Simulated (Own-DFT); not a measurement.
# Which defects push the lattice out? D0_22 TiAl3

Everything here is calculated. The program is Own-DFT (plane waves, in-house, since retired, never reviewed by a person); positions were held fixed, and spin and spin-orbit coupling were off.

Settings: PBE; PseudoDojo norm-conserving scalar-relativistic files; cutoff 42 hartree; 4 x 4 x 4 k mesh centred on Gamma; cold (Marzari-Vanderbilt) smearing of 0.2 eV.

Limits: forces on such cells failed a check on a denser k mesh; stress not checked against mesh or cutoff.

All runs share one cell, with vectors in Å (-2.365, -6.981, 4.326); (-7.667, 3.491, 1.442); (-2.950, -3.488, -7.241) and a volume of 625.4 Å³. u is the rms random offset of the atoms per axis. The defect's site can differ from row to row.

```
cell,formula,u (Å),P (GPa)
no defect,Al30Ti10,0.0183,1.97
no defect,Al30Ti10,0.0216,2.00
no defect,Al30Ti10,0.0452,2.46
two Al vacancies,Al28Ti10,0.0281,1.30
two Al vacancies,Al28Ti10,0.0292,1.26
two Al vacancies,Al28Ti10,0.0444,?
two Al vacancies,Al28Ti10,0.0489,1.53
two Al on a Ti site each,Al32Ti8,0.0290,2.89
two Al on a Ti site each,Al32Ti8,0.0523,3.49
two Al on a Ti site each,Al32Ti8,0.0588,3.63
one Ti vacancy,Al30Ti9,0.0306,1.84
one Ti vacancy,Al30Ti9,0.0312,1.81
one Ti vacancy,Al30Ti9,0.0527,2.44
two Ti on an Al site each,Al28Ti12,0.0280,3.30
two Ti on an Al site each,Al28Ti12,0.0317,3.38
two Ti on an Al site each,Al28Ti12,0.0501,3.89
```

## Working it out

P = P0 + c u² + a shift for each defect gives P0 = 1.87 GPa, c = 288 ± 20 GPa/Å² and a scatter of 0.07 GPa. The shifts, and each times the cell's volume:

- two Ti on an Al site each: 1.24 ± 0.06 GPa, 4.8 eV (2.4 eV for each of its 2 sites)
- two Al on a Ti site each: 0.79 ± 0.06 GPa, 3.1 eV (1.5 eV for each of its 2 sites)
- one Ti vacancy: -0.29 ± 0.06 GPa, -1.1 eV
- two Al vacancies: -0.89 ± 0.06 GPa, -3.5 eV (-1.7 eV for each of its 2 sites)

A positive shift means that the defect pushes the cell outwards. Shift times volume (160.2 GPa Å³ is 1 eV) depends little on the cell's size, so, taken for each site, it can be compared between cells at like pressure. The atoms around the defects weren't relaxed, which would change these numbers.

## Withheld run

Question: what pressure belongs in the blank (two Al vacancies, u = 0.0444 Å)?

Estimate: 1.54 ± 0.08 GPa. The run itself gave 1.58 GPa.
